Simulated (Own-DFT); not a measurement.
# Shaking the atoms of beta-Si3N4, 42 atoms (N24Si18)

All numbers below are calculated, not measured. The program, named Own-DFT, is a retired in-house plane-wave density functional code that no person has reviewed. Each row is one single-point run on a periodic cell that was not relaxed, without spin or spin-orbit coupling.

Settings of every run: PBEsol; PseudoDojo norm-conserving scalar-relativistic files, made for PBE; cutoff 42 hartree; 3 x 3 x 3 k mesh centred on Gamma; Fermi-Dirac smearing of 0.1 eV.

Known limits, some of them of some rows only: some atoms lie very close together; forces on such cells passed a denser k mesh, each cell not checked; stress not checked against mesh or cutoff.

Cell vectors in Å: (7.606, 0.000, 0.000); (-3.803, 6.587, 0.000); (0.000, 0.000, 8.727). In each run every atom was moved at random and independently from its ideal site; u is the rms move along one axis. E is the free energy for each atom above the fitted value at u = 0, and F the rms of the force components.

```
run   u (Å)  E (meV/atom)  F (eV/Å)  largest force (eV/Å)  P (GPa)
  1  0.0183          14.5     0.743                  2.30     2.98
  2  0.0191          18.0     0.851                  2.52     3.22
  3  0.0202          19.2     0.852                  2.83     3.08
  4  0.0457          93.4     1.770                  6.56     5.20
  5  0.0469             ?         ?                     ?        ?
  6  0.0508         134.9     2.234                  8.11     6.34
  7  0.0954         439.4     4.465                 14.65    13.28
  8  0.1004         481.5     4.585                 14.82    14.84
  9  0.1061         487.1     4.785                 24.24    14.27
 10  0.1399        1078.8     9.338                 52.15    34.58
```

## Worked fit

For small independent moves the energy grows as E = (3/2) K u², with K the mean stiffness felt by one atom. The runs with u up to 0.11 Å give K = 31.4 ± 0.9 eV/Å², with residuals divided by u² + 0.0006 Å², since the noise grows with the moves. The scatter is 7.9 meV/atom at u = 0.05 Å. The forces follow F = G u with G = 43.5 eV/Å²; no force at u = 0 is resolved. G exceeds K because the moves of its neighbours add to the force on an atom, and stiffness differs between atoms. The pressure follows P = 2.89 + 1107 u² GPa: at fixed volume, shortened bonds push harder than stretched ones pull.

## Withheld run

Question: what energy and rms force should run 5 give?

The fit gives 104 ± 8 meV/atom and about 2.04 eV/Å. The calculation gave 125.1 meV/atom and 2.308 eV/Å.
